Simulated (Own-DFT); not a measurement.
# Slab less bulk: wurtzite AlN, m plane (10-10)

Everything here is calculated. The program is Own-DFT (plane waves, in-house, since retired, never reviewed by a person); positions were held fixed, and spin and spin-orbit coupling were off.

Keep in mind (not all hold for every row): some atoms lie very close together; forces not confirmed at this smearing and k mesh; k mesh not checked against a denser one.

Both sets of runs: PBE; PseudoDojo norm-conserving scalar-relativistic files; cutoff 42 hartree; Gaussian smearing of 0.01 eV. The slab has 128 atoms in 16 layers, two equal faces of 62.02 Å² as cut, 15 Å of vacuum, a dipole correction along the normal and a 6 x 3 x 1 mesh. The bulk cell has 128 atoms, the same measured lattice constants and a 3 x 3 x 3 mesh. In the slab only the 32 atoms nearest the faces were moved at random; u is their rms move along one axis. Energies are counted from -174.06 eV for each atom.

| slab run | u (Å) | E (eV, cell) |
|---|---|---|
| 1 | 0.0432 | 20.678 |
| 2 | 0.0444 | 19.815 |
| 3 | 0.0463 | 21.094 |
| 4 | 0.0465 | 20.585 |
| 5 | 0.0479 | 21.177 |
| 6 | 0.0497 | 21.066 |
| 7 | 0.0497 | 20.598 |
| 8 | 0.0510 | 21.808 |
| 9 | 0.0515 | 21.393 |
| 10 | 0.0838 | 24.830 |
| 11 | 0.1062 | 27.320 |
| 12 | 0.1066 | 27.846 |

| bulk run | u (Å) | E (meV/atom) |
|---|---|---|
| 1 | 0.0187 | -3.11 |
| 2 | 0.0198 | -1.95 |
| 3 | 0.0201 | -1.77 |
| 4 | 0.0203 | -1.50 |
| 5 | 0.0208 | 0.10 |
| 6 | 0.0970 | 315.64 |
| 7 | 0.0986 | 290.08 |
| 8 | 0.0990 | 307.42 |
| 9 | 0.1022 | 335.39 |
| 10 | 0.1085 | 365.25 |

Q: what is the energy of the unrelaxed surface?

## Working it out

Take each set to u = 0 with E = a + b u². Residuals are scaled by 1/(u² + 0.0006 Å²) to tame the large moves. Slab: a = 19.06 ± 0.31 eV. Bulk: a = -14.8 ± 0.5 meV/atom. The excess is 19.06 - 128 x (-0.0148) = 20.94 ± 0.31 eV. Over two faces that is 169 meV/Å², or 2.71 ± 0.04 J/m². Relaxing the faces would lower the energy, and the unlike meshes and the reach from the smallest u down to zero add errors that aren't counted here.
